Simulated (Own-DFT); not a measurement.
## Calculated data, Hf31SiO64 (monoclinic hafnia with substituted atoms, atoms displaced)

Computed with Own-DFT development build. A calculation, not a measurement: plane-wave PBE and HSE06 DFT by an unreviewed code, no spin, of a simulated cell at Gamma alone, so results move with cell size and shape, stress positive in tension, energies less offsets, not probed for a lower state with spin; hafnium file: forces about 75 meV/angstrom off all-electron values; oxygen file: force components 24 meV/angstrom off all-electron in a glass; k mesh not checked against a denser one; forces and stress are PBE's, HSE06 gives the energy alone, and its difference from PBE has offsets of its own; offsets are fitted by least squares, one for each functional and potential file, so energies compare only between cells with the same atoms and settings and are not formation energies; the far tail of each file's local potential was reset to the Coulomb form; each entry is a single point on an unrelaxed cell, so the pressure reflects the starting lattice, mostly measured values, from which strain is counted, and rises with the displacements; printed positions are rounded, which can move forces by about a meV/angstrom; the program is a retired in-house code; no spin-orbit coupling.

```xyz
96
Lattice="10.2340 0.0000 0.0000 0.0000 10.3500 0.0000 -1.6955 0.0000 10.4453" Properties=species:S:1:pos:R:3:force_x:R:1:force_y:R:1:force_z:R:1 formula=Hf31SiO64 first_functional=PBE second_functional=HSE06 exact_exchange_share=0.25 screening=0.11 exchange_divergence=Gygi-Baldereschi potential_files=PseudoDojo_norm-conserving,scalar-relativistic,made_for_PBE,standard_set wave_cutoff=48 occupations=fixed k_mesh=1_x_1_x_1_centred_on_Gamma PBE_energy_of_cell_above_offsets=-78.861 HSE06_less_PBE_above_offsets=0.605 PBE_pressure=7.46 PBE_stress_xx=-8.02 PBE_stress_yy=-6.8 PBE_stress_zz=-7.56 PBE_stress_yz=-0.48 PBE_stress_xz=-1.41 PBE_stress_xy=0.3
Hf     1.1793     0.1692     1.0893      0.958      0.452       0.06
Hf     3.5116     2.7787     1.4273      0.024      0.811      2.859
Hf     3.1411     5.0834     4.2280     -0.744     -3.456      -1.06
Hf     0.8188     2.3900     3.7112     -0.243     -0.017     -1.462
O     -0.0150     1.6940     1.7926      0.699     -0.248      0.655
O      4.7468     4.3133     0.7596     -3.465     -2.143     -0.522
O      4.1648     3.5683     3.4681      0.329     -1.216     -0.805
O     -0.3655     0.8051     4.5603      0.846        2.6     -2.667
O      1.8555     3.8621     2.4200     -0.486      0.436       0.33
O      3.0135     1.4759     0.0067     -1.274     -1.863     -0.963
O      2.2724     1.2631     2.6751      1.134     -1.178      0.672
O      1.3783     3.7889     5.1169      0.313      1.495      0.831
Hf     0.2785     0.0982     6.2485      4.413       1.74      3.202
Hf     2.5405     2.7506     6.6287      1.712       0.56      2.613
Hf     2.1759     4.9481     9.4170      0.769     -1.795     -0.363
Si     0.0496     2.4041     8.8865      0.634     -0.866     -0.541
O     -0.6450     1.7299     7.0836     -0.845      1.015       2.29
O      3.8803     4.2980     6.0298     -3.005     -1.406       0.62
O      3.2983     3.4708     8.5737      0.113      0.549      0.554
O     -1.0145     0.7979     9.6978      0.355      2.764     -2.727
O      0.9594     3.9032     7.7625     -0.407     -1.447      1.329
O      1.9002     1.4498     5.3242      0.645     -2.842      -1.72
O      1.6214     1.3229     7.8311     -1.153     -0.304      1.638
O      0.6074     3.6627    10.3777     -0.861      1.279     -2.599
Hf     1.3030     5.4547     1.1527     -0.701      -2.67     -1.333
Hf     3.4936     7.9365     1.6247     -0.566      1.308     -2.604
Hf     3.0597    10.1563     4.1135     -0.352      1.024      0.479
Hf     0.7569     7.5431     3.6863      0.329      0.225      1.627
O      0.0851     6.8158     1.8840     -0.333       0.89      0.341
O      4.6190     9.6176     0.8202     -1.021      -2.04      0.789
O      4.1349     8.6269     3.4088      1.782      -0.48      1.069
O     -0.2327     5.9806     4.5454     -1.907     -0.313     -1.297
O      1.8799     9.0059     2.5682     -0.067      0.417     -0.696
O      2.8065     6.6371     0.1211     -0.035     -2.437      0.837
O      2.4922     6.3383     2.8002     -1.167      2.023     -1.336
O      1.1950     9.0050     5.0625      2.453      0.113       0.01
Hf     0.4287     5.2903     6.4116     -1.476      1.505     -1.108
Hf     2.6115     7.9563     6.7563     -1.239     -0.109        0.3
Hf     2.2954    10.1793     9.3413     -4.991     -0.336     -0.388
Hf     0.0936     7.4273     8.8775     -2.714      2.824      2.099
O     -0.6734     6.9495     7.0426     -0.467     -1.087     -0.892
O      3.7338     9.4320     6.1253     -0.231      1.272     -1.531
O      3.2958     8.5953     8.7308     -0.096     -0.483     -0.882
O     -1.2699     6.0040     9.6975      1.677      1.009     -0.577
O      0.9767     9.0428     7.7336      0.803      0.143     -0.574
O      1.8818     6.5022     5.3943      1.198      0.394      0.692
O      1.5808     6.4099     8.0914      1.024     -1.035     -1.902
O      0.7356     8.9868    10.2768     -0.747      0.369      1.236
Hf     6.3245     0.1776     1.0864      2.775      0.458       0.85
Hf     8.6318     2.9453     1.6084     -1.502     -1.376     -2.452
Hf     8.2009     5.0425     4.1417     -2.116     -1.571      1.218
Hf     6.1093     2.2388     3.7185      -1.92      4.033      0.729
O      5.1653     1.6766     1.7236      0.184      0.703      0.715
O      9.7215     4.4490     0.8491      0.146     -0.907      0.032
O      9.2454     3.4196     3.3919       1.43      0.691      2.424
O      4.8221     0.9174     4.4124      -2.23     -2.074      0.733
O      6.9464     3.9571     2.5789      0.386      -0.18     -0.535
O      8.0579     1.3222     0.2327     -1.303       0.45     -1.424
O      7.4736     1.2850     2.7880      1.577     -0.726     -0.953
O      6.6763     3.7780     5.1587     -0.601      0.304     -0.248
Hf     5.4834     0.1704     6.4139      0.424      0.902     -1.344
Hf     7.8545     2.8186     6.8628     -3.327     -2.977       -2.2
Hf     7.3088     4.8458     9.2478     -2.023      4.307      3.202
Hf     5.0068     2.3174     9.0002      0.607      1.688       0.02
O      4.3595     1.6634     7.1944     -1.555      0.468     -2.614
O      8.7385     4.2420     6.1462      4.132      3.956     -1.589
O      8.5250     3.5833     8.6000      3.385     -3.652      0.916
O      3.8450     0.8500     9.4711      2.775      0.585      1.978
O      6.0932     3.9285     7.6713      1.384     -2.563       2.51
O      7.1763     1.3287     5.3409     -0.385     -0.291      1.611
O      6.4730     1.1539     7.9919       2.19      1.251      0.451
O      5.6521     3.9708    10.3269      0.896     -2.208     -1.044
Hf     6.2914     5.3781     1.0481      4.649     -1.864      0.234
Hf     8.6211     7.7984     1.5446      -1.73      2.665     -1.723
Hf     8.2322    10.1195     4.2591      -4.38      2.014     -4.005
Hf     5.9333     7.4625     3.6551       1.04      0.651      1.366
O      5.1155     6.6427     1.7775     -2.142      4.352       2.29
O      9.7796     9.4847     0.7026     -0.357     -1.442      0.892
O      9.1857     8.6843     3.3924      3.002     -3.255     -0.694
O      4.8105     5.9735     4.4194      0.673       1.75     -0.076
O      7.0185     9.2465     2.5726     -1.088     -2.235     -0.314
O      7.9438     6.3934     0.1748      -0.06      1.779     -0.676
O      7.4929     6.3166     2.6303      0.315      2.046      1.198
O      6.6674     9.0491     5.2389     -1.247     -0.646     -0.546
Hf     5.4446     5.2517     6.4682      2.593      3.552     -3.145
Hf     7.7571     8.0792     6.8373     -1.443     -3.189     -1.424
Hf     7.4110    10.1838     9.2743      -1.39     -0.592      2.479
Hf     4.9245     7.5621     8.9649      3.479      0.132      0.129
O      4.3398     6.9902     7.0316     -0.219      -0.82     -0.024
O      8.9345     9.5011     5.9113     -1.125     -2.858      3.803
O      8.4230     8.5624     8.6003      1.191      0.949      1.038
O      3.8735     6.0610     9.6269      -0.59     -0.273     -0.185
O      6.1583     9.1269     7.7829     -0.118     -0.544     -0.084
O      6.9741     6.5016     5.2651      1.333      0.259      0.049
O      6.6470     6.4280     7.9066      0.022     -0.163      0.662
O      5.6474     9.0495    10.3864      0.646     -0.988     -0.803
```

Units: screening in 1/bohr; wave_cutoff in hartree; PBE_energy_of_cell_above_offsets, HSE06_less_PBE_above_offsets in eV; PBE_pressure, PBE_stress_xx, PBE_stress_yy, PBE_stress_zz, PBE_stress_yz, PBE_stress_xz, PBE_stress_xy in GPa; force_x, force_y, force_z in eV/Å.
